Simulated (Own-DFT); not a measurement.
# One host, several defects: 4H SiC

Source: density functional calculations with Own-DFT, an unreviewed in-house program that is no longer used. Nothing was measured or relaxed, and spin and spin-orbit coupling are left out.

All runs used: PBE; PseudoDojo norm-conserving scalar-relativistic files; cutoff 42 hartree; 4 x 4 x 3 k mesh centred on Gamma; Fermi-Dirac smearing of 0.1 eV.

Caveats (not all hold for every row): some atoms lie very close together; not probed for a lower state with spin; forces on such cells failed a check on a denser k mesh; forces on such cells passed a denser k mesh, each cell not checked; stress not checked against mesh or cutoff.

All runs share one cell, with vectors in Å (9.248, 0.000, 0.000); (-4.624, 8.009, 0.000); (0.000, 0.000, 10.068) and a volume of 745.7 Å³. The atoms are randomly displaced, by u rms on each axis. The defect's site can differ from row to row.

| cell | formula | u (Å) | P (GPa) |
|---|---|---|---|
| no defect | C36Si36 | 0.0319 | 3.76 |
| no defect | C36Si36 | 0.0326 | 3.85 |
| no defect | C36Si36 | 0.0583 | 6.49 |
| one C on a Si site and one Si on a C site | C36Si36 | 0.0279 | ? |
| one C on a Si site and one Si on a C site | C36Si36 | 0.0294 | 7.22 |
| one C on a Si site and one Si on a C site | C36Si36 | 0.0489 | 9.09 |
| one C on a Si site and one Si on a C site | C36Si36 | 0.0509 | 9.54 |
| one C vacancy | C35Si36 | 0.0301 | 3.50 |
| one C vacancy | C35Si36 | 0.0307 | 3.78 |
| one C vacancy | C35Si36 | 0.0514 | 4.67 |

## Fit

P = P0 + c u² + a shift for each defect gives P0 = 2.80 GPa, c = 1038 ± 126 GPa/Å² and a scatter of 0.34 GPa. The shifts, and each times the cell's volume:

- one C on a Si site and one Si on a C site: 3.80 ± 0.28 GPa, 17.7 eV
- one C vacancy: -0.37 ± 0.28 GPa, -1.7 eV (not resolved)

Positive is outwards. The product with the volume (160.2 GPa Å³ to the eV) is nearly free of the cell's size; divided by the bulk modulus at the cell's pressure it gives the volume that the defect adds. The atoms around the defects weren't relaxed, which would change these numbers.

## Check

Question: what pressure belongs in the blank (one C on a Si site and one Si on a C site, u = 0.0279 Å)?

The fit gives 7.40 ± 0.42 GPa. The hidden result is 7.67 GPa.
